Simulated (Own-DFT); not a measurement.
# How strain changes the stress of wurtzite GaN, 96 atoms (Ga48N48)

All numbers below are calculated, not measured. The program, named Own-DFT, is a retired in-house plane-wave density functional code that no person has reviewed. Each row is one single-point run on a periodic cell that was not relaxed, without spin or spin-orbit coupling.

Settings of every run: PBE; PseudoDojo norm-conserving scalar-relativistic files (stringent for Ga); cutoff 96 hartree; 3 x 4 x 3 k mesh centred on Gamma; Gaussian smearing of 0.01 eV.

Known limits: forces on such cells passed a denser k mesh, each cell not checked; stress not checked against mesh or cutoff.

Unstrained cell vectors in Å: (12.756, 0.000, 0.000); (-4.784, 8.285, 0.000); (0.000, 0.000, 10.370). The unstrained cell has measured lattice constants (interpolated for alloys), not those of this functional. That, the random moves and any unrelaxed bonds set the pressure at no strain. Each run strains this cell uniformly, with the atoms carried along. Every atom was also moved at random, by a Gaussian of width 0.05 Å on each axis. Strain is the symmetric tensor, in per cent. Stress is positive in tension, and the pressure is minus a third of its trace.

| run | e_xx (%) | e_yy (%) | e_zz (%) | s_xx (GPa) | s_yy (GPa) | s_zz (GPa) | P (GPa) | E (meV/atom) |
|---|---|---|---|---|---|---|---|---|
| 1 | 0.00 | 0.00 | 0.50 | -7.21 | -5.20 | -4.27 | 5.56 | 0.0 |
| 2 | 0.00 | 0.00 | -1.50 | -7.61 | -7.62 | -15.29 | 10.17 | 28.3 |
| 3 | 0.00 | 0.00 | -2.00 | -6.92 | -8.58 | -18.25 | 11.25 | 30.9 |
| 4 | 0.00 | 0.00 | 0.25 | -5.96 | -5.43 | -7.38 | 6.26 | 8.9 |
| 5 | 0.00 | 0.00 | -0.75 | -6.63 | -7.48 | -10.95 | 8.35 | 17.7 |
| 6 | 0.00 | 0.00 | 2.50 | -6.57 | -4.59 | 3.89 | 2.42 | 6.0 |
| 7 | 0.00 | 0.00 | 1.25 | -5.56 | -6.10 | -2.15 | 4.61 | 6.9 |
| 8 | 0.00 | 0.00 | 2.00 | -5.91 | -5.93 | 1.50 | 3.45 | 18.2 |
| 9 | 0.00 | 0.00 | -1.00 | ? | ? | ? | ? | ? |

E is the free energy for each atom above the lowest run shown.

## Worked fit

The change of volume is close to e_xx + e_yy + e_zz. A straight line through the runs shown gives P = 7.06 - 195 x (fractional change of volume) GPa, with an error of 8 on the slope and a scatter of 0.33 GPa. The strain isn't the same on all axes and the cell isn't cubic, so the slope belongs to this path and is not the bulk modulus.

## Withheld run

Question: what pressure should run 9 give? Its volume changes by -1.00 %.

The line gives 9.0 GPa. The calculation gave 9.45 GPa.
